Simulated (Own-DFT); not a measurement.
# Response to strain: 4H SiC, 32 atoms (C16Si16)

These are calculations, not measurements. The program, named Own-DFT, is a retired in-house plane-wave density functional code that no person has reviewed. Each row is one single-point run on a periodic cell that was not relaxed, without spin or spin-orbit coupling.

Settings of every run: PBE; PseudoDojo norm-conserving scalar-relativistic files; cutoff 42 hartree; 5 x 5 x 3 k mesh centred on Gamma; Fermi-Dirac smearing of 0.1 eV.

Known limits: forces on such cells passed a denser k mesh, each cell not checked; stress not checked against mesh or cutoff.

Unstrained cell vectors in Å: (6.165, 0.000, 0.000); (-3.083, 5.339, 0.000); (0.000, 0.000, 10.068). The unstrained cell has measured lattice constants (interpolated for alloys), not those of this functional. That, the random moves and any unrelaxed bonds set the pressure at no strain. Each run strains this cell uniformly, with the atoms carried along. Every atom was also moved at random, by a Gaussian of width 0.05 Å on each axis. Strain is the symmetric tensor, in per cent. Stress is positive in tension, and the pressure is minus a third of its trace.

| run | e_xx (%) | e_yy (%) | e_zz (%) | e_yz (%) | e_xz (%) | e_xy (%) | s_xx (GPa) | s_yy (GPa) | s_zz (GPa) | s_yz (GPa) | s_xz (GPa) | s_xy (GPa) | P (GPa) | E (meV/atom) |
|---|---|---|---|---|---|---|---|---|---|---|---|---|---|---|
| 1 | 1.55 | 1.82 | 1.98 | -1.93 | -0.65 | -0.51 | 5.82 | 6.32 | 6.20 | -5.64 | -2.11 | -0.67 | -6.11 | 7.5 |
| 2 | 0.16 | -1.48 | -0.42 | -0.28 | 1.67 | 0.80 | -7.07 | -13.47 | -7.40 | -1.16 | 5.52 | 1.59 | 9.31 | 28.9 |
| 3 | -0.28 | 0.91 | 1.78 | 0.70 | -1.62 | 1.32 | -6.21 | 2.38 | 4.24 | 1.48 | -5.37 | 5.90 | -0.14 | 4.1 |
| 4 | 1.73 | -1.65 | 0.87 | 0.35 | -0.44 | 1.48 | 3.82 | -11.91 | -2.82 | 0.13 | -0.20 | 7.85 | 3.63 | 27.4 |
| 5 | 1.05 | 0.86 | 0.10 | -1.71 | -0.16 | -0.38 | 2.86 | 0.79 | -5.70 | -5.61 | 0.34 | -2.05 | 0.68 | 10.4 |
| 6 | 1.63 | 1.72 | -1.66 | -0.98 | -1.12 | -0.08 | 6.91 | 6.58 | -22.10 | -3.38 | -4.74 | 0.16 | 2.87 | 36.4 |
| 7 | 1.59 | 1.51 | 0.27 | 0.97 | 0.98 | -1.54 | 3.90 | 4.37 | -2.27 | 3.72 | 2.97 | -4.98 | -2.00 | 7.2 |
| 8 | -1.65 | 1.47 | -1.60 | 0.60 | 0.13 | -1.70 | -14.98 | 2.05 | -14.65 | 1.61 | 0.92 | -5.58 | 9.19 | 11.8 |
| 9 | -1.99 | 0.06 | 0.21 | 0.29 | -1.48 | -0.15 | -12.55 | -8.86 | -6.07 | 1.55 | -4.89 | -1.47 | 9.16 | 16.4 |
| 10 | -0.44 | 1.09 | -0.69 | 1.48 | 0.84 | -1.12 | -5.39 | 0.50 | -9.65 | 5.35 | 2.40 | -4.11 | 4.84 | 6.0 |
| 11 | 0.03 | -0.36 | 1.18 | 0.95 | -0.39 | -1.59 | -5.72 | -6.38 | 2.10 | 3.15 | -1.39 | -8.72 | 3.34 | 0.0 |
| 12 | -0.89 | 0.79 | 0.38 | 0.22 | -0.74 | 0.43 | -9.09 | -0.45 | -3.85 | 0.81 | -3.49 | 3.33 | 4.46 | 8.1 |
| 13 | 1.50 | 1.58 | 1.91 | -1.23 | 0.34 | 1.36 | 4.18 | 6.18 | 4.84 | -3.21 | 1.68 | 4.64 | -5.06 | 14.2 |
| 14 | 0.93 | -0.83 | -1.04 | -1.96 | -1.48 | 0.56 | 3.45 | -12.71 | -14.77 | -6.67 | -4.05 | 3.39 | 8.01 | 33.7 |
| 15 | -0.36 | 0.11 | 1.17 | -1.50 | 1.99 | 1.00 | -7.11 | -5.56 | 1.36 | -3.58 | 7.55 | 4.48 | 3.77 | 32.2 |
| 16 | -1.48 | 1.42 | 0.79 | 0.10 | -0.27 | -0.19 | ? | ? | ? | ? | ? | ? | ? | ? |

E is the free energy for each atom above the lowest run shown.

## Worked fit

Each stress component was fitted by least squares to a constant and the strains of the runs shown, as fractions, with shears doubled. Shear strains stay in the fit of a normal stress only where such slopes are resolved. The slopes, in GPa:

| stress | at no strain | per e_xx | per e_yy | per e_zz | scatter |
|---|---|---|---|---|---|
| s_xx | -4.4 | 565 ± 41 | 62 ± 43 | -27 ± 42 | 1.86 |
| s_yy | -5.5 | 90 ± 33 | 598 ± 35 | 46 ± 34 | 1.49 |
| s_zz | -6.5 | -60 ± 43 | 4 ± 45 | 668 ± 44 | 1.95 |

Each shear stress against twice its own strain: yz 151 ± 7, xz 170 ± 8, xy 221 ± 24 GPa. These are stiffnesses along x, y and z of the frame in which the cell vectors are given, which need not be the crystal's axes. The atoms are held to the strained lattice; where symmetry lets them move under strain, relaxing them would lower some slopes. The table should be nearly symmetric about its diagonal, and what it lacks of that shows the noise. A ninth of its sum, 216 ± 5 GPa, estimates the bulk modulus near the mean pressure of these runs, 3.1 GPa, so it lies above the value at zero pressure.

## Withheld run

Question: what normal stresses and pressure should run 16 give?

The fit gives s_xx = -12.1, s_yy = 2.1, s_zz = -0.3 and P = 3.5 GPa. The calculation gave -12.55, 3.13, -0.29 and P = 3.24 GPa.
